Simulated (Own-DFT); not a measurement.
# Strain and stress in wurtzite GaN, 96 atoms (Ga48N48)

Calculated, not measured: single-point runs of Own-DFT, a retired in-house plane-wave DFT program that no person has reviewed, on unrelaxed cells, without spin or spin-orbit coupling.

Common settings: PBE; PseudoDojo norm-conserving scalar-relativistic files (stringent for Ga); cutoff 96 hartree; 3 x 4 x 3 k mesh centred on Gamma; Gaussian smearing of 0.01 eV.

Caveats: forces on such cells passed a denser k mesh, each cell not checked; stress not checked against mesh or cutoff.

Unstrained cell vectors in Å: (12.756, 0.000, 0.000); (-4.784, 8.285, 0.000); (0.000, 0.000, 10.370). The unstrained cell has measured lattice constants (interpolated for alloys), not those of this functional. That, the random moves and any unrelaxed bonds set the pressure at no strain. Each run strains this cell uniformly, with the atoms carried along. All atoms carry random offsets, Gaussian with a width of 0.05 Å per axis. Strains are tensor components in per cent; tension counts as positive stress, and P is minus the mean normal stress.

| run | e_xx (%) | e_yy (%) | e_zz (%) | e_yz (%) | e_xz (%) | e_xy (%) | s_xx (GPa) | s_yy (GPa) | s_zz (GPa) | s_yz (GPa) | s_xz (GPa) | s_xy (GPa) | P (GPa) | E (meV/atom) |
|---|---|---|---|---|---|---|---|---|---|---|---|---|---|---|
| 1 | 0.51 | -0.11 | 0.16 | -0.21 | -1.42 | -0.62 | -5.71 | -5.16 | -7.81 | -0.18 | -3.36 | -2.75 | 6.23 | 6.3 |
| 2 | -1.71 | 1.97 | -1.52 | -1.12 | -1.76 | 0.27 | -13.10 | -3.08 | -14.19 | -2.68 | -4.44 | 0.17 | 10.12 | 27.8 |
| 3 | 1.55 | -1.42 | -0.81 | 0.48 | -0.35 | 0.01 | -3.66 | -12.19 | -9.91 | 0.37 | -1.61 | 0.23 | 8.58 | 12.5 |
| 4 | 0.09 | -0.11 | -0.05 | 1.25 | -0.32 | -0.86 | -7.38 | -5.68 | -9.28 | 3.06 | -0.92 | -2.70 | 7.45 | 11.9 |
| 5 | -0.80 | -0.78 | -1.82 | 1.03 | 1.13 | -0.98 | -14.08 | -12.84 | -17.90 | 2.06 | 2.91 | -4.96 | 14.94 | 43.7 |
| 6 | -0.79 | -0.38 | 1.35 | 1.95 | -0.74 | -1.89 | -8.99 | -7.72 | -3.64 | 3.83 | -1.93 | -6.08 | 6.78 | 12.2 |
| 7 | -0.94 | -0.53 | -1.71 | 1.19 | -0.36 | 1.96 | -13.56 | -12.96 | -17.24 | 2.47 | -1.06 | 7.11 | 14.59 | 54.7 |
| 8 | 0.91 | 1.17 | -0.67 | -0.10 | 1.12 | 1.92 | -2.81 | -1.94 | -8.48 | -0.23 | 2.36 | 5.61 | 4.41 | 0.9 |
| 9 | -0.07 | -0.30 | 1.77 | 1.43 | 0.41 | -1.38 | -5.28 | -6.57 | -1.02 | 2.86 | 1.09 | -3.13 | 4.29 | 1.3 |
| 10 | -0.18 | -1.97 | 2.00 | 1.59 | -1.88 | -1.13 | -9.02 | -16.34 | -0.32 | 3.07 | -3.42 | -3.96 | 8.56 | 38.3 |
| 11 | -1.47 | 0.02 | -1.89 | -0.93 | -0.44 | 0.97 | -14.84 | -10.46 | -18.13 | -2.22 | -0.85 | 2.08 | 14.48 | 37.8 |
| 12 | -0.16 | -1.04 | -0.17 | -1.22 | 1.82 | -1.82 | -8.73 | -13.58 | -9.99 | -3.26 | 4.91 | -5.28 | 10.77 | 38.3 |
| 13 | 0.25 | -0.90 | -0.73 | 0.33 | 0.98 | 1.76 | -7.10 | -11.63 | -12.48 | 0.99 | 2.12 | 6.84 | 10.40 | 22.8 |
| 14 | -0.04 | 0.08 | -1.47 | -1.56 | -0.73 | 1.01 | -8.99 | -6.21 | -15.91 | -3.78 | -1.78 | 3.66 | 10.37 | 23.3 |
| 15 | -0.74 | 1.79 | 0.92 | -1.27 | 0.06 | 0.69 | -7.31 | -1.40 | -1.39 | -2.60 | 0.89 | 0.78 | 3.37 | 0.0 |
| 16 | 1.18 | 1.82 | -1.44 | -1.07 | -0.70 | 1.42 | -1.83 | -1.27 | -11.02 | -3.02 | -1.67 | 3.24 | 4.70 | 18.4 |
| 17 | 0.44 | 1.50 | -0.79 | -0.65 | -1.98 | -0.56 | ? | ? | ? | ? | ? | ? | ? | ? |

The last column gives the free energy per atom over the lowest of the runs shown.

## What the rows give

Regress every stress component on the fractional strains (shears doubled) of the visible runs, with a constant. Shear strains stay in the fit of a normal stress only where such slopes are resolved. The slopes, in GPa:

| stress | at no strain | per e_xx | per e_yy | per e_zz | scatter |
|---|---|---|---|---|---|
| s_xx | -7.2 | 399 ± 16 | 124 ± 13 | 107 ± 12 | 0.57 |
| s_yy | -7.4 | 128 ± 43 | 410 ± 34 | 75 ± 31 | 1.50 |
| s_zz | -8.0 | 116 ± 26 | 113 ± 21 | 456 ± 19 | 0.91 |

The slope of each shear stress on twice its own strain, from a fit on all six strains: yz 113 ± 6, xz 121 ± 5, xy 174 ± 13 GPa. These are stiffnesses along x, y and z of the frame in which the cell vectors are given, with the crystal's c axis along z: C11, C12, C13 and C33. Hexagonal symmetry asks that xx and yy behave alike, which is a second check on the noise. The atoms are held to the strained lattice; where symmetry lets them move under strain, relaxing them would lower some slopes. Slopes across the diagonal should nearly agree, so their difference gauges the noise. A ninth of the table's sum, 214 ± 5 GPa, estimates the bulk modulus near the mean pressure of these runs, 8.8 GPa, so it lies above the value at zero pressure.

## The run left out

Q: what normal stresses and pressure should run 17 give?

The fitted form gives s_xx = -4.4, s_yy = -1.3, s_zz = -9.3 and P = 5.0 GPa. The run itself gave -3.91, -1.97, -8.60 and P = 4.83 GPa.
